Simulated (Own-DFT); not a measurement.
# Response to strain: C40 NbSi2, 36 atoms (Nb12Si24)

No measurement is shown. These are fixed-geometry runs of a retired plane-wave code named Own-DFT, which no person has reviewed; spin and spin-orbit coupling are neglected.

Common settings: PBE; PseudoDojo norm-conserving scalar-relativistic files; cutoff 42 hartree; 4 x 4 x 5 k mesh centred on Gamma; cold (Marzari-Vanderbilt) smearing of 0.2 eV.

Caveats: forces on such cells failed a check on a denser k mesh; stress not checked against mesh or cutoff.

Unstrained cell vectors in Å: (0.000, 8.324, 0.000); (-9.613, 0.000, 0.000); (0.000, 0.000, 6.586). The unstrained cell was taken from the Materials Project. The random moves and any unrelaxed bonds add to the pressure at no strain. In each run the cell takes a homogeneous strain; fractional positions stay. Random moves of width 0.05 Å per axis were added to every atom. Stress is counted positive in tension, P = -(s_xx + s_yy + s_zz)/3, and strain components are those of the symmetric tensor.

```
run  e_xx (%)  e_yy (%)  e_zz (%)  e_yz (%)  e_xz (%)  e_xy (%)  s_xx (GPa)  s_yy (GPa)  s_zz (GPa)  s_yz (GPa)  s_xz (GPa)  s_xy (GPa)  P (GPa)  E (meV/atom)
  1     -0.07     -1.34     -0.49     -0.05      1.25      1.63       -4.30       -8.45       -6.63        0.45        3.98        5.07     6.46          33.6
  2      0.95      0.26     -0.42     -0.18      1.02     -0.06        1.23       -0.15       -4.12       -0.30        3.10       -0.18     1.01           0.0
  3      1.79      0.75      1.26      0.53     -1.59      1.70        4.41        2.67        3.96        1.72       -4.67        4.24    -3.68          22.2
  4     -0.16     -1.23      0.05      0.23     -1.27     -1.84       -4.41       -7.13       -3.98        0.26       -3.62       -5.73     5.17          24.7
  5      0.69      1.98      0.50      1.67      1.32     -1.14        1.07        5.18       -0.68        4.58        4.05       -2.98    -1.86          40.3
  6      0.66     -0.95     -0.31     -1.84      0.81     -1.47       -1.09       -6.09       -6.02       -5.95        2.02       -3.85     4.40          38.5
  7      0.38     -0.14     -1.83     -0.32      0.35     -0.89       -2.55       -4.44      -13.29       -1.34        1.39       -2.73     6.76          40.8
  8     -0.25     -0.34     -0.73     -0.08     -0.50      1.53       -4.36       -5.05       -7.59       -0.30       -1.59        4.53     5.67          29.8
  9      1.22      1.62     -1.16      1.69      1.78     -1.63        1.37        2.70       -7.80        5.55        5.87       -4.74     1.24          52.7
 10      1.17     -0.95      0.12      0.76      1.80      1.53        1.66       -5.48       -3.01        2.89        5.20        3.90     2.28          25.9
 11     -0.21      1.34      0.27      1.16     -0.78     -1.45       -2.36        2.26       -1.77        3.82       -2.68       -4.28     0.62          28.7
 12      0.95     -1.95     -0.25     -0.56      1.70     -1.48       -0.93       -9.94       -6.87       -2.26        5.89       -5.08     5.91          52.2
 13      1.53      0.91     -1.87     -0.79      0.32     -0.81        2.48        0.67      -10.20       -2.89        1.07       -1.93     2.35          16.6
 14     -0.66     -0.55     -1.32      0.86      1.06     -1.21       -7.18       -5.75      -10.91        2.45        3.19       -4.12     7.95          32.3
 15      0.66      0.26      0.05      0.53      0.46      0.50           ?           ?           ?           ?           ?           ?        ?             ?
```

E is the free energy for each atom above the lowest run shown.

## Worked fit

Least squares on the runs shown: each stress against a constant and the strains, taken as fractions with shears doubled. Shear strains stay in the fit of a normal stress only where such slopes are resolved. The slopes, in GPa:

```
stress  at no strain  per e_xx  per e_yy  per e_zz  scatter
  s_xx          -2.9  380 ± 19   57 ± 11   59 ± 15     0.48
  s_yy          -2.7   75 ± 21  373 ± 13   75 ± 17     0.55
  s_zz          -3.9   66 ± 30   68 ± 18  470 ± 24     0.76
```

The slope of each shear stress on twice its own strain, from a fit on all six strains: yz 159 ± 9, xz 148 ± 5, xy 149 ± 4 GPa. These are stiffnesses along x, y and z of the frame in which the cell vectors are given, which need not be the crystal's axes. No internal relaxation is included, and where it is allowed it would reduce some of the slopes. Symmetry asks for nearly equal slopes across the diagonal; the mismatch is a measure of noise. A ninth of the table's sum, 180 ± 7 GPa, estimates the bulk modulus near the mean pressure of these runs, 3.2 GPa, so it lies above the value at zero pressure.

## Check

The question: what normal stresses and pressure should run 15 give?

Estimate: s_xx = -0.2, s_yy = -1.2, s_zz = -3.1 and P = 1.5 GPa. DFT gave -0.25, -0.31, -2.43 and P = 0.99 GPa.
